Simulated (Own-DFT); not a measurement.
# Computed records: Si3N4 (beta silicon nitride, atoms displaced), GaN (wurtzite, atoms displaced)

Computed with Own-DFT development build. A calculation, not a measurement: plane-wave PBE density functional theory by an unreviewed code, no spin, of a simulated periodic cell, stress positive in tension, free energy of the whole cell less one offset for each atom, forces on such cells passed a denser k mesh, this cell's mesh not checked; offsets are fitted by least squares, one for each functional and potential file, so energies compare only between cells with the same atoms and settings and are not formation energies; the far tail of each file's local potential was reset to the Coulomb form; each entry is a single point on an unrelaxed cell, so the pressure reflects the starting lattice, mostly measured values (interpolated for alloys), from which strain is counted, and rises with the displacements; printed positions are rounded, which can move forces by about a meV/angstrom; the program, named Own-DFT, is a retired in-house code; no spin-orbit coupling.

Settings shared by all entries: functional PBE; potential files PseudoDojo norm-conserving, scalar-relativistic, standard set; wave cutoff 42 hartree; occupations Fermi-Dirac; smearing width 0.1 eV.

(1) Si3N4 (beta silicon nitride, atoms displaced)

```
cell vectors (Å)
   7.6060     0.0000     0.0000
  -3.8030     6.5870     0.0000
   0.0000     0.0000     8.7270
atoms (fractions of the cell vectors)
Si  0.17246  0.77254  0.08301
Si  0.23095  0.40402  0.08211
Si  0.59027  0.82714  0.08505
Si  0.82230  0.22941  0.25109
Si  0.76713  0.59680  0.25076
Si  0.40247  0.17012  0.24980
N   0.33446  0.03618  0.08602
N   0.97071  0.30671  0.08420
N   0.69787  0.66555  0.08105
N   0.67322  0.97199  0.24555
N   0.03001  0.70536  0.24834
N   0.30244  0.32892  0.24878
N   0.33417  0.67043  0.08074
N   0.66151  0.32622  0.24743
Si  0.17553  0.76739  0.41720
Si  0.23166  0.40647  0.41340
Si  0.60456  0.82490  0.41430
Si  0.82935  0.22358  0.58320
Si  0.77259  0.60074  0.58783
Si  0.40240  0.17040  0.58596
N   0.33675  0.03332  0.41784
N   0.96631  0.30047  0.41467
N   0.69970  0.66779  0.41667
N   0.67070  0.96549  0.58577
N   0.03157  0.70118  0.58348
N   0.30237  0.33193  0.58532
N   0.33337  0.66258  0.41660
N   0.66599  0.32783  0.58300
Si  0.17319  0.76950  0.75085
Si  0.22942  0.40085  0.74665
Si  0.59375  0.82757  0.74782
Si  0.82642  0.23045  0.91644
Si  0.77012  0.59913  0.92024
Si  0.40025  0.17023  0.91442
N   0.33527  0.03439  0.74979
N   0.96531  0.30017  0.74900
N   0.69960  0.66804  0.74367
N   0.67152  0.96860  0.91726
N   0.03156  0.69572  0.91605
N   0.29970  0.32728  0.91743
N   0.33587  0.66961  0.75508
N   0.66903  0.33654  0.91668
```

| Item | Value |
| --- | --- |
| k mesh | 3 x 3 x 3 centred on Gamma |
| free energy of cell above offsets | -7.033 eV |
| pressure | 5.68 GPa |
| stress xx | -4.59 GPa |
| stress yy | -4.13 GPa |
| stress zz | -8.32 GPa |
| stress yz | -0.99 GPa |
| stress xz | 1.54 GPa |
| stress xy | 0.12 GPa |

Force:
```csv
element,x (eV/Å),y (eV/Å),z (eV/Å)
Si,0.972,-0.161,-0.009
Si,-0.206,0.759,0.194
Si,0.774,-0.583,-1.238
Si,-0.188,1.071,-0.903
Si,0.797,-1.851,-0.655
Si,0.596,1.117,0.771
N,-0.38,-1.804,-1.402
N,0.221,-0.425,-0.015
N,-1.252,1.176,1.305
N,0.206,-0.911,1.464
N,-0.061,-0.051,0.677
N,-0.785,0.321,0.126
N,-0.422,-0.793,0.398
N,0.06,1.666,0.268
Si,0.248,0.381,-0.355
Si,0.196,-0.71,0.517
Si,-2.332,0.311,0.291
Si,-2.262,1.146,-0.261
Si,0.909,-2.927,-1.843
Si,1.215,1.708,-1.074
N,-0.549,-1.488,0.019
N,1.209,0.042,0.405
N,0.709,-0.096,0.256
N,0.283,0.239,-1.698
N,0.191,0.348,0.005
N,-0.253,-0.413,-1.303
N,0.315,1.353,-0.136
N,0.143,0.949,0.028
Si,1,-0.128,-0.165
Si,-0.566,1.294,1.412
Si,0.336,-1,1.306
Si,-0.993,0.546,0.427
Si,0.404,-1.511,-1.936
Si,1.698,1.717,1.122
N,-0.514,-1.932,0.329
N,1.602,0.247,0.172
N,-0.882,0.983,2.806
N,0.123,0.171,-0.247
N,-0.707,0.581,0.186
N,-0.861,0.218,-0.699
N,-0.532,-0.943,-0.508
N,-0.464,-0.617,-0.037
```

(2) Si3N4 (beta silicon nitride, atoms displaced)

```
cell vectors (Å)
   7.6060     0.0000     0.0000
  -3.8030     6.5870     0.0000
   0.0000     0.0000     8.7270
atoms (fractions of the cell vectors)
Si  0.17326  0.77082  0.08204
Si  0.23286  0.40990  0.08180
Si  0.59971  0.82596  0.08211
Si  0.82838  0.23255  0.25199
Si  0.76736  0.59484  0.24829
Si  0.40914  0.17752  0.25239
N   0.33674  0.03320  0.08345
N   0.97310  0.30299  0.08344
N   0.69762  0.66455  0.08439
N   0.67064  0.96792  0.25280
N   0.03219  0.69877  0.24734
N   0.30294  0.33420  0.25125
N   0.33073  0.67556  0.08225
N   0.66814  0.33817  0.25090
Si  0.17694  0.77240  0.41466
Si  0.22951  0.40290  0.41713
Si  0.59751  0.82353  0.42077
Si  0.82681  0.22938  0.58521
Si  0.76513  0.59037  0.58423
Si  0.40288  0.16906  0.58870
N   0.33620  0.03467  0.41973
N   0.96810  0.29909  0.41592
N   0.70086  0.67314  0.41524
N   0.67343  0.97003  0.59066
N   0.03446  0.70301  0.58766
N   0.30867  0.33606  0.58546
N   0.33881  0.66760  0.41452
N   0.66578  0.32777  0.58380
Si  0.17617  0.77032  0.74993
Si  0.23433  0.40146  0.74795
Si  0.59599  0.82576  0.74771
Si  0.82997  0.23159  0.91508
Si  0.76785  0.59841  0.91474
Si  0.40644  0.17843  0.91556
N   0.33808  0.03209  0.75112
N   0.96416  0.30094  0.74486
N   0.70040  0.67137  0.75468
N   0.66206  0.97164  0.91647
N   0.03495  0.69989  0.91818
N   0.30247  0.33240  0.91413
N   0.33446  0.66347  0.75104
N   0.66836  0.33584  0.91620
```

| Item | Value |
| --- | --- |
| k mesh | 3 x 3 x 3 centred on Gamma |
| free energy of cell above offsets | -7.199 eV |
| pressure | 5.55 GPa |
| stress xx | -4.76 GPa |
| stress yy | -4.7 GPa |
| stress zz | -7.18 GPa |
| stress yz | 0.35 GPa |
| stress xz | -1.07 GPa |
| stress xy | 0.84 GPa |

Force:
```csv
element,x (eV/Å),y (eV/Å),z (eV/Å)
Si,0.335,0.852,0.255
Si,0.21,0.924,0.421
Si,-1.798,0.219,0.555
Si,-0.967,-0.351,-0.938
Si,0.808,0.042,0.751
Si,0.023,-0.1,-0.637
N,-0.638,0.306,0.196
N,-0.285,-0.532,-0.134
N,-0.549,0.762,-0.741
N,0.293,0.537,-0.273
N,-0.816,0.098,0.841
N,-0.045,-0.267,-0.511
N,2.521,-1.47,0.026
N,0.793,-0.703,0.081
Si,0.578,-0.589,0.467
Si,0.214,0.976,0.057
Si,-1.079,1.028,-0.42
Si,-1.007,0.066,-1.228
Si,0.647,-0.005,-0.008
Si,0.717,1.279,-1.178
N,-0.411,-0.707,-0.384
N,0.657,0.121,0.911
N,1.463,-0.852,0.78
N,0.112,-0.077,-2.122
N,-1.069,-0.315,-1.518
N,-0.01,-0.747,-0.878
N,-1.156,-0.295,0.35
N,-0.473,0.788,-0.046
Si,1.045,-0.49,0.851
Si,-1.785,1.195,0.339
Si,-1.03,-0.467,1.893
Si,-1.386,0.326,0.326
Si,1.749,-1.191,1.062
Si,1.385,-0.378,0.94
N,-0.597,-0.789,0.588
N,2.499,0.713,1.647
N,0.11,0.038,-1.693
N,1.013,-0.225,-0.091
N,-1.527,-0.131,-0.875
N,-0.481,-0.069,0.631
N,-0.273,0.249,-0.257
N,0.212,0.232,-0.036
```

(3) GaN (wurtzite, atoms displaced)

```
cell vectors (Å)
  12.7560     0.0000     0.0000
  -4.7835     8.2853     0.0000
   0.0000     0.0000    10.3700
atoms (fractions of the cell vectors)
Ga  0.08499  0.22418  0.99810
Ga  0.16433  0.11051  0.24949
N   0.08653  0.22224  0.18918
N   0.16761  0.10787  0.43759
Ga  0.08435  0.22513  0.49905
Ga  0.16579  0.11035  0.75090
N   0.08425  0.22173  0.69029
N   0.16454  0.11074  0.94012
Ga  0.08330  0.55579  0.00252
Ga  0.16660  0.44080  0.25068
N   0.08283  0.55140  0.18598
N   0.16468  0.44140  0.44107
Ga  0.08205  0.55297  0.50024
Ga  0.16997  0.44607  0.75384
N   0.07938  0.55110  0.68600
N   0.16686  0.44428  0.93873
Ga  0.08262  0.89119  0.99767
Ga  0.16660  0.77679  0.25147
N   0.08327  0.89096  0.18770
N   0.16729  0.78023  0.43400
Ga  0.08433  0.88787  0.50201
Ga  0.16730  0.77565  0.74773
N   0.08411  0.89181  0.68431
N   0.16546  0.78077  0.94164
Ga  0.33130  0.22212  0.00088
Ga  0.41414  0.10767  0.25059
N   0.32984  0.22017  0.19152
N   0.42033  0.11374  0.44008
Ga  0.33641  0.22634  0.49810
Ga  0.41282  0.11172  0.75165
N   0.33144  0.21900  0.68716
N   0.41586  0.11201  0.93795
Ga  0.33609  0.55602  0.00140
Ga  0.41958  0.44671  0.25265
N   0.33011  0.55524  0.18921
N   0.41929  0.44840  0.44082
Ga  0.33272  0.55159  0.49735
Ga  0.41593  0.44532  0.74769
N   0.33235  0.55778  0.68693
N   0.41989  0.44713  0.94270
Ga  0.33581  0.89076  0.99636
Ga  0.41570  0.77671  0.25159
N   0.33613  0.89136  0.19126
N   0.41873  0.77953  0.43575
Ga  0.32766  0.88527  0.50228
Ga  0.41406  0.77734  0.75344
N   0.33413  0.88743  0.68702
N   0.41662  0.78037  0.93486
Ga  0.57802  0.21882  0.99822
Ga  0.66468  0.11307  0.24933
N   0.58220  0.22070  0.19045
N   0.66408  0.10978  0.43967
Ga  0.58462  0.22484  0.50040
Ga  0.66705  0.11249  0.74901
N   0.58247  0.22163  0.69367
N   0.66416  0.10718  0.93865
Ga  0.58153  0.54959  0.99945
Ga  0.66677  0.44680  0.24884
N   0.58344  0.55496  0.18871
N   0.66988  0.44376  0.43906
Ga  0.58182  0.55864  0.49947
Ga  0.66500  0.44552  0.74712
N   0.58535  0.55594  0.68568
N   0.66796  0.44977  0.94037
Ga  0.58300  0.88784  0.00087
Ga  0.66530  0.77587  0.24871
N   0.58280  0.89145  0.18888
N   0.66512  0.77698  0.43805
Ga  0.58223  0.88748  0.49800
Ga  0.66884  0.78113  0.74859
N   0.58266  0.88822  0.69033
N   0.66882  0.77698  0.93874
Ga  0.83608  0.22477  0.99828
Ga  0.91594  0.11176  0.25085
N   0.83259  0.21973  0.18565
N   0.91461  0.10794  0.43854
Ga  0.82992  0.22166  0.50008
Ga  0.91779  0.11099  0.74810
N   0.83116  0.21956  0.68523
N   0.91670  0.11370  0.94179
Ga  0.83610  0.55602  0.00127
Ga  0.91562  0.44077  0.24826
N   0.83180  0.55557  0.18748
N   0.91606  0.44179  0.43513
Ga  0.83931  0.55718  0.50124
Ga  0.91506  0.44327  0.75170
N   0.83382  0.55777  0.68842
N   0.91413  0.44473  0.94401
Ga  0.83597  0.89263  0.00171
Ga  0.91574  0.77867  0.25032
N   0.83119  0.88743  0.18851
N   0.91955  0.78059  0.43890
Ga  0.83151  0.89163  0.49687
Ga  0.91805  0.77638  0.74878
N   0.83536  0.88898  0.68507
N   0.91955  0.78334  0.94024
```

| Property | Result |
| --- | --- |
| k mesh | 3 x 4 x 3 centred on Gamma |
| free energy of cell above offsets | 19.231 eV |
| pressure | 5.99 GPa |
| stress xx | -6.1 GPa |
| stress yy | -5.69 GPa |
| stress zz | -6.19 GPa |
| stress yz | 0 GPa |
| stress xz | -0.08 GPa |
| stress xy | 0.07 GPa |

Force:
```csv
element,x (eV/Å),y (eV/Å),z (eV/Å)
Ga,-0.383,-0.166,0.545
Ga,0.477,-0.38,0.399
N,-1.048,-0.055,-0.336
N,-0.292,0.744,0.285
Ga,0.207,-1.231,0.354
Ga,0.027,0.013,-0.123
N,-0.123,0.394,-0.246
N,0.463,0.387,-0.52
Ga,0.035,0.226,-0.508
Ga,-0.406,0.194,0.037
N,-0.045,0.325,0.862
N,0.217,0.598,-0.57
Ga,-0.117,0.243,-0.397
Ga,-0.657,-0.338,-0.679
N,0.472,0.33,0.611
N,0.146,0.453,0.21
Ga,0.253,-0.136,0.807
Ga,-0.157,0.14,-1.133
N,0.137,-0.516,-0.045
N,-0.083,-0.9,0.992
Ga,-0.331,0.381,-0.834
Ga,-0.516,0.062,0.463
N,0.472,-0.524,1.066
N,0.637,-0.403,-0.803
Ga,0.067,0.019,0.402
Ga,0.106,0.66,0.328
N,0.571,0.54,-0.344
N,-0.65,-0.471,0.03
Ga,-0.098,-0.817,-0.03
Ga,0.815,-0.142,-0.477
N,-0.252,0.699,0.171
N,-0.628,-0.099,0.026
Ga,-0.53,0.241,0.009
Ga,-0.544,-0.415,-0.496
N,0.876,0.022,0.063
N,-0.254,-0.478,-0.443
Ga,-0.492,0.972,0.305
Ga,0.317,0.035,0.31
N,0.4,-0.239,0.067
N,-0.785,-0.672,-1.01
Ga,-0.63,-0.244,0.974
Ga,0.106,0.267,-0.369
N,-0.449,-0.695,-0.864
N,-0.751,-0.63,0.764
Ga,1.187,0.698,-0.702
Ga,0.828,0.207,-1.067
N,-0.561,0.189,0.456
N,0.215,-0.582,1.027
Ga,1.177,0.757,0.353
Ga,0.479,-0.179,0.152
N,-0.518,0.425,-0.592
N,0.301,0.085,-0.265
Ga,-0.002,-0.164,0.416
Ga,-0.182,-0.502,0.388
N,-0.308,0.072,-0.621
N,0.134,0.709,-0.026
Ga,0.401,1.319,0.258
Ga,0.336,-0.55,0.391
N,-0.303,0.038,-0.033
N,-0.478,0.674,0.011
Ga,1.398,-0.228,0.034
Ga,0.476,-0.1,0.662
N,-0.85,0.182,0.336
N,0.576,-0.952,-0.537
Ga,0.424,-0.027,-0.183
Ga,-0.233,0.416,-0.02
N,0.168,-0.54,-0.015
N,0.107,0.152,-0.284
Ga,-0.122,0.237,0.616
Ga,0.033,-0.21,0.327
N,-0.177,-0.058,-0.449
N,-0.35,-0.043,0.034
Ga,-0.937,-0.676,0.27
Ga,0.244,-0.149,-0.271
N,-0.18,0.118,0.414
N,-0.02,0.987,-0.069
Ga,0.36,-0.218,-0.417
Ga,-0.223,-0.121,0.303
N,0.331,0.46,0.686
N,0.47,-0.013,-0.846
Ga,-1.128,0.583,-0.008
Ga,-0.267,0.283,-0.225
N,0.474,0.054,0.316
N,0.296,0.121,0.302
Ga,-0.912,0.122,-0.44
Ga,-0.14,-0.17,0.08
N,0.256,-0.503,0.168
N,0.923,0.089,-1.128
Ga,-0.378,-0.427,-0.198
Ga,0.348,-0.079,-0.002
N,0.169,0.302,0.255
N,-0.382,-0.273,-0.028
Ga,0.673,-0.755,0.305
Ga,-0.336,0.476,0.295
N,-0.145,0.057,0.326
N,-0.232,-0.691,-0.61
```

(4) GaN (wurtzite, atoms displaced)

```
cell vectors (Å)
  12.7560     0.0000     0.0000
  -4.7835     8.2853     0.0000
   0.0000     0.0000    10.3700
atoms (fractions of the cell vectors)
Ga  0.08597  0.22277  0.00086
Ga  0.16317  0.10822  0.24963
N   0.08243  0.21970  0.18724
N   0.16673  0.10870  0.44083
Ga  0.08277  0.22134  0.50094
Ga  0.16662  0.11261  0.74896
N   0.08324  0.21874  0.68812
N   0.16919  0.11292  0.93637
Ga  0.08375  0.55996  0.00002
Ga  0.16854  0.44770  0.24941
N   0.08104  0.55288  0.19003
N   0.16759  0.44449  0.43581
Ga  0.08280  0.55520  0.49843
Ga  0.16531  0.44227  0.74946
N   0.08557  0.56095  0.68732
N   0.16675  0.44534  0.93628
Ga  0.08325  0.88838  0.00287
Ga  0.16827  0.78084  0.25016
N   0.08360  0.88694  0.18977
N   0.16747  0.78038  0.43722
Ga  0.08287  0.88840  0.50524
Ga  0.16660  0.78365  0.74927
N   0.08407  0.89176  0.68542
N   0.16821  0.77443  0.93764
Ga  0.33400  0.22261  0.99834
Ga  0.41937  0.11151  0.25130
N   0.33161  0.21912  0.18773
N   0.41376  0.10958  0.43779
Ga  0.33387  0.22404  0.50221
Ga  0.41704  0.11065  0.75071
N   0.33324  0.22796  0.68937
N   0.41854  0.10993  0.94187
Ga  0.33281  0.55660  0.99888
Ga  0.41531  0.44421  0.25025
N   0.33304  0.55481  0.18854
N   0.41450  0.44131  0.44007
Ga  0.33359  0.55713  0.49906
Ga  0.41399  0.44280  0.74936
N   0.33289  0.55656  0.68911
N   0.41723  0.44263  0.93447
Ga  0.33395  0.89133  0.00085
Ga  0.41683  0.77802  0.25128
N   0.33226  0.88663  0.18780
N   0.41887  0.77978  0.44196
Ga  0.33177  0.88716  0.49918
Ga  0.41712  0.77664  0.74835
N   0.33276  0.88598  0.69073
N   0.41688  0.77809  0.93580
Ga  0.58438  0.22453  0.99769
Ga  0.66679  0.10779  0.25112
N   0.58309  0.22108  0.18707
N   0.66562  0.11140  0.44122
Ga  0.58193  0.22198  0.50158
Ga  0.67079  0.11618  0.74790
N   0.58395  0.22198  0.68660
N   0.66473  0.10877  0.93743
Ga  0.58413  0.55728  0.00011
Ga  0.66572  0.44395  0.25268
N   0.58275  0.55340  0.18534
N   0.66864  0.44739  0.44128
Ga  0.58226  0.55777  0.49902
Ga  0.66894  0.44536  0.75035
N   0.58077  0.54984  0.68757
N   0.66545  0.44487  0.94150
Ga  0.58191  0.88994  0.00268
Ga  0.66877  0.77761  0.24966
N   0.58333  0.89108  0.18484
N   0.66680  0.77781  0.43863
Ga  0.58012  0.88288  0.50447
Ga  0.66654  0.77854  0.74924
N   0.58433  0.89259  0.68803
N   0.66507  0.77663  0.93723
Ga  0.83202  0.21854  0.00119
Ga  0.91354  0.11118  0.24839
N   0.83308  0.22127  0.18643
N   0.91502  0.10998  0.43608
Ga  0.83251  0.22336  0.50173
Ga  0.91536  0.10698  0.74906
N   0.83133  0.22302  0.68996
N   0.91147  0.11042  0.93600
Ga  0.83436  0.55827  0.99801
Ga  0.91598  0.44824  0.25221
N   0.83438  0.55323  0.18690
N   0.91409  0.43992  0.43770
Ga  0.83132  0.55557  0.50023
Ga  0.91659  0.44452  0.75030
N   0.83215  0.55483  0.68633
N   0.91854  0.44479  0.93870
Ga  0.83401  0.88896  0.99915
Ga  0.91571  0.77639  0.24495
N   0.83174  0.88739  0.18699
N   0.91673  0.77866  0.44017
Ga  0.83645  0.88973  0.49888
Ga  0.91680  0.78002  0.74890
N   0.83784  0.89124  0.68826
N   0.92006  0.77658  0.93747
```

| Property | Result |
| --- | --- |
| k mesh | 3 x 4 x 3 centred on Gamma |
| free energy of cell above offsets | 18.963 eV |
| pressure | 5.91 GPa |
| stress xx | -5.48 GPa |
| stress yy | -5.55 GPa |
| stress zz | -6.69 GPa |
| stress yz | 0.27 GPa |
| stress xz | -0.14 GPa |
| stress xy | -0.14 GPa |

Force:
```csv
element,x (eV/Å),y (eV/Å),z (eV/Å)
Ga,-0.679,0.013,-0.433
Ga,0.546,0.331,0.468
N,-0.276,0.275,0.209
N,-0.298,0.244,-0.295
Ga,0.087,-0.037,-0.519
Ga,0.336,-0.083,0.128
N,-0.667,0.469,0.002
N,-0.335,-0.591,0.208
Ga,0.32,-0.886,0.208
Ga,-0.338,-0.644,-0.18
N,0.197,0.584,-0.174
N,-0.176,-0.046,0.461
Ga,-0.002,0.094,0.018
Ga,-0.163,0.388,-0.124
N,-0.188,-0.566,-0.024
N,-0.114,-0.198,0.431
Ga,0.648,0.22,-0.509
Ga,0.034,-0.634,0.056
N,-0.383,0.078,-0.271
N,-0.161,-0.448,0.226
Ga,0.063,0.036,-1.433
Ga,0.463,-0.606,0.198
N,-0.142,-0.12,1.169
N,-0.657,1.056,0.061
Ga,0.257,0.089,0.333
Ga,-0.568,-0.06,-0.383
N,0.008,0.185,0.123
N,0.409,0.196,0.369
Ga,-0.148,-0.507,-0.228
Ga,-0.09,0.093,0.028
N,0.516,-1.215,-0.075
N,-0.505,0.285,-0.721
Ga,0.349,-0.088,-0.225
Ga,0.285,-0.455,-0.095
N,0.1,0.337,-0.137
N,0.09,0.651,-0.431
Ga,-0.058,-0.338,0.322
Ga,0.282,0.708,0.038
N,-0.017,-0.238,-0.41
N,-0.287,0.343,0.77
Ga,0.346,-0.539,-0.231
Ga,0.111,0.026,-0.094
N,0.261,0.264,0.28
N,-0.491,-0.367,-0.69
Ga,0.059,0.285,0.443
Ga,-0.064,0.186,0.36
N,-0.203,0.626,-0.512
N,-0.062,-0.005,0.449
Ga,0.295,-0.303,0.463
Ga,-0.293,0.615,0.155
N,0.314,0.191,0.309
N,0.078,-0.44,-0.278
Ga,-0.022,-0.017,-0.461
Ga,-0.84,-0.73,0.574
N,-0.241,0.134,0.593
N,0.127,0.441,-0.094
Ga,-0.377,-0.241,-0.392
Ga,0.238,-0.194,-0.369
N,-0.15,0.278,0.794
N,-0.665,-0.458,-0.483
Ga,0.261,-0.414,0.274
Ga,-0.598,-0.22,0.102
N,0.062,0.832,0.075
N,0.498,0.282,-0.687
Ga,0.119,-0.199,-1.057
Ga,-0.758,-0.251,-0.055
N,0.26,-0.667,1.089
N,0.068,0.186,-0.099
Ga,0.55,1.093,-0.579
Ga,0.063,-0.349,-0.083
N,0.286,-0.345,0.396
N,0.263,0.336,0.128
Ga,-0.553,0.619,-0.326
Ga,0.57,0.096,0.066
N,-0.324,0.303,0.469
N,0.07,0.268,0.368
Ga,0.045,-0.518,-0.193
Ga,-0.232,0.873,0.155
N,1.167,0.179,-0.387
N,1.403,-0.17,0.241
Ga,0.211,-0.805,0.158
Ga,0.538,-0.85,-0.365
N,-0.822,0.373,0.039
N,-0.03,0.777,0.329
Ga,0.617,0.154,-0.135
Ga,0.279,0.357,0.027
N,0.345,0.383,0.505
N,-0.487,-0.169,-0.052
Ga,-0.25,-0.113,-0.331
Ga,0.096,-0.039,0.901
N,0.371,0.172,-0.06
N,0.36,-0.29,-0.692
Ga,-0.569,0.012,0.027
Ga,0.535,-0.506,0.062
N,-0.901,-0.539,-0.257
N,-0.672,0.483,-0.037
```
